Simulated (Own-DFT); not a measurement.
## Calculated data, Al16O23 (corundum with two vacancies, atoms displaced)

All values are calculated (Own-DFT development build). A calculation, not a measurement: plane-wave PBE density functional theory by an unreviewed code, no spin, of a simulated periodic cell, stress positive in tension, free energy of the whole cell less one offset for each atom, defect cell not probed for a lower state with spin; oxygen file: force components 24 meV/angstrom off all-electron in one glass; forces on such cells passed a denser k mesh, this cell's mesh not checked; offsets are fitted by least squares, one for each functional and potential file, so energies compare only between cells with the same atoms and settings and are not formation energies; the far tail of each file's local potential was reset to the Coulomb form; each entry is a single point on an unrelaxed cell, so the pressure reflects the starting lattice, mostly measured values, from which strain is counted, and rises with the displacements; printed positions are rounded, which can move forces by about a meV/angstrom; the program is a retired in-house code; no spin-orbit coupling; before rounding, a Quantum ESPRESSO 7.3.1 run of the same cell and cutoff gave forces within 1 meV/angstrom rms on each cell, which checks the program and not the settings.

Al16O23 (corundum with two vacancies, atoms displaced)

```xyz
78
Lattice="5.4940 0.0000 8.6604 -2.7470 4.7579 8.6604 -2.7470 -4.7579 8.6604" Properties=species:S:1:pos:R:3 Al16O23
Al     0.0024    -0.0155     4.6222
Al     0.0377     0.0167     8.4046
Al     0.0186     0.0271    11.1141
Al    -0.0071     0.0149     1.9572
O     -0.0985     1.6893     7.5156
O     -1.3868    -0.9354     7.5687
O      0.1512    -1.6244     5.3810
O     -1.4927     0.7678     5.4632
O      1.3681     0.8842     5.4171
Al    -1.3799    -2.3666     8.9167
Al    -1.4135    -2.3533    12.7765
Al    -1.3609    -2.4229    15.4307
Al    -1.3161    -2.3825     6.2716
O     -1.5242    -0.7250    11.9089
O      0.0972    -3.0667    11.8919
O     -2.7493    -3.3425    11.9235
O     -1.2809    -4.0766     9.7592
O     -2.8207    -1.6441     9.7050
O     -0.0016    -1.4765     9.7089
Al    -1.3756     2.3825     8.9710
Al    -1.3760     2.3902    12.7420
Al    -1.3678     2.3600    15.4409
Al    -1.4063     2.3916     6.2713
O     -1.4819     4.0432    11.8935
O      0.0958     1.7055    11.9130
O     -2.7471     1.4749    11.9019
O     -1.2205     0.7108     9.7774
O     -2.8788     3.1492     9.7294
O      0.0252     3.3055     9.7753
Al    -2.7404     0.0188    13.2654
Al    -2.7583     0.0223    17.0822
Al    -2.7654    -0.0011    19.7256
Al    -2.7217    -0.0288    10.6547
O     -2.8169     1.6936    16.2032
O     -1.2805    -0.7542    16.2841
O     -4.0655    -0.8888    16.2083
O     -2.6185    -1.6999    14.0850
O     -4.2448     0.7424    14.0756
O     -1.3028     0.8785    14.0892
Al     2.7846    -0.0002     8.9029
Al     2.7711    -0.0053    12.7188
Al     2.7416     0.0502    15.4014
Al     2.7690     0.0292     6.2330
O      2.6808     1.5605    11.9210
O      4.2224    -0.7135    11.9290
O      1.4081    -0.9264    11.9080
O      2.8995    -1.6055     9.7682
O      1.2176     0.7377     9.7574
O      4.0737     0.9133     9.6959
Al     1.4135    -2.3689    13.2046
Al     1.3715    -2.3962    17.0355
Al     1.4400    -2.4086    19.7125
Al     1.3689    -2.3618    10.6214
O      1.2504    -0.8039    16.2337
O      2.8992    -3.0862    16.2100
O     -0.0140    -3.2849    16.2207
O      1.5116    -4.0243    14.0150
O     -0.1135    -1.6997    14.0167
O      2.7649    -1.4576    14.0030
Al     1.3353     2.3178    13.2353
Al     1.3185     2.3922    17.0528
Al     1.3745     2.3716    19.6771
Al     1.3667     2.3642    10.5813
O      2.8821     1.6834    16.2212
O      0.0677     1.4336    16.2551
O      1.4420     0.7498    14.0567
O     -0.1752     3.1478    14.0778
O      2.6897     3.2945    14.0345
Al     0.0156    -0.0730    17.5490
Al    -0.0143     0.0276    21.4221
Al    -0.0234    -0.0249    24.0334
Al     0.0170     0.0429    14.9424
O     -0.0906     1.6655    20.5588
O      1.4914    -0.7377    20.5510
O     -1.4192    -0.9165    20.5336
O      0.1271    -1.6586    18.4134
O     -1.4713     0.7579    18.3737
O      1.3866     0.9454    18.4558
```

Here we set functional PBE, potential files PseudoDojo norm-conserving, scalar-relativistic, standard set, wave cutoff 72 hartree, occupations Fermi-Dirac, smearing width 0.1 eV and k mesh 3 x 3 x 3 centred on Gamma.

The calculation gives: free energy of cell above offsets -53.564 eV; pressure 6.97 GPa; stress xx -7.16 GPa; stress yy -7.39 GPa; stress zz -6.36 GPa; stress yz 0.43 GPa; stress xz -0.38 GPa; stress xy 0.28 GPa.

Force:
| element | x (eV/Å) | y (eV/Å) | z (eV/Å) |
| --- | --- | --- | --- |
| Al | -0.312 | 0.542 | -0.538 |
| Al | 0.056 | -0.592 | -0.34 |
| Al | -0.292 | -0.525 | -0.59 |
| Al | -0.173 | -0.634 | -0.137 |
| O | -0.591 | -1.068 | 1.687 |
| O | 0.183 | 0.658 | -0.038 |
| O | -0.73 | -1.219 | 0.85 |
| O | -0.035 | -0.841 | -0.699 |
| O | 0.252 | 0.265 | 0.244 |
| Al | 0.415 | -0.259 | -0.336 |
| Al | 0.822 | -0.64 | -0.063 |
| Al | -0.392 | 1.162 | -1.108 |
| Al | -0.955 | 0.711 | -0.568 |
| O | 0.825 | 0.07 | 0.191 |
| O | -0.008 | -0.497 | -0.143 |
| O | 0.055 | 0.737 | -0.234 |
| O | 0.248 | 1.092 | -0.797 |
| O | -0.879 | -0.152 | 0.865 |
| O | 0.448 | 0.259 | 0.672 |
| Al | 0.166 | 0.135 | -0.59 |
| Al | -0.328 | 0.627 | 0.106 |
| Al | 1.117 | 1.727 | -0.385 |
| Al | 0.735 | 0.414 | -0.191 |
| O | -0.307 | -0.362 | 0.271 |
| O | 0.272 | -1.045 | -0.013 |
| O | 0.337 | -0.162 | 0.516 |
| O | -0.701 | 0.473 | -0.281 |
| O | 0.4 | -0.295 | -0.06 |
| O | -0.699 | -0.196 | -0.737 |
| Al | -0.15 | -0.527 | 0.094 |
| Al | 0.461 | -0.113 | 0.222 |
| Al | 0.299 | 0.418 | -0.008 |
| Al | -0.444 | 0.626 | -1.123 |
| O | -0.738 | -1.095 | 0.753 |
| O | 0.645 | 0.243 | -0.619 |
| O | -0.902 | -0.259 | -0.049 |
| O | -0.47 | 1.101 | -0.485 |
| O | 0.58 | -0.362 | -0.251 |
| O | -1.286 | 0.851 | -0.401 |
| Al | -1.423 | -0.512 | -0.853 |
| Al | 0.106 | -0.676 | 0.934 |
| Al | 0.403 | -1.09 | -0.27 |
| Al | -0.074 | -0.665 | 0.381 |
| O | -0.644 | 1.868 | -0.85 |
| O | 0.734 | -0.491 | -0.598 |
| O | -0.774 | 0.471 | -0.419 |
| O | -0.786 | -0.425 | -0.178 |
| O | 1.021 | -0.174 | -0.219 |
| O | 1.542 | 0.458 | 0.686 |
| Al | -0.698 | 0.094 | 0.192 |
| Al | 0.566 | -0.442 | 0.539 |
| Al | -1.271 | 0.471 | 0.131 |
| Al | -0.071 | -0.343 | -0.935 |
| O | 0.266 | 1.545 | -0.691 |
| O | -0.552 | -0.555 | 0.224 |
| O | 0.654 | -0.519 | 0.286 |
| O | -0.594 | 0.016 | 0.67 |
| O | 0.141 | 1.038 | 1.121 |
| O | 0.405 | 0.382 | 1.104 |
| Al | 0.182 | 1.681 | -0.388 |
| Al | 1.346 | 1.142 | 0.36 |
| Al | 0.236 | 0.377 | 0.805 |
| Al | 0.602 | 0.721 | 0.23 |
| O | -0.717 | -0.043 | 0.785 |
| O | -1.114 | -0.342 | -0.611 |
| O | 0.553 | -0.888 | 0.688 |
| O | 1.129 | -0.764 | -0.064 |
| O | 0.684 | -0.012 | 0.459 |
| Al | -0.244 | 1.021 | 0.958 |
| Al | 0.028 | -0.829 | -1.034 |
| Al | -0.117 | 0.105 | 0.826 |
| Al | -0.066 | -1.977 | -0.332 |
| O | -0.263 | -0.202 | -0.056 |
| O | -0.195 | -0.083 | 0.512 |
| O | 1.164 | -0.227 | 0.758 |
| O | 0.091 | -0.528 | 0.159 |
| O | -0.083 | -0.091 | 0.092 |
| O | -0.091 | -0.784 | -1.089 |
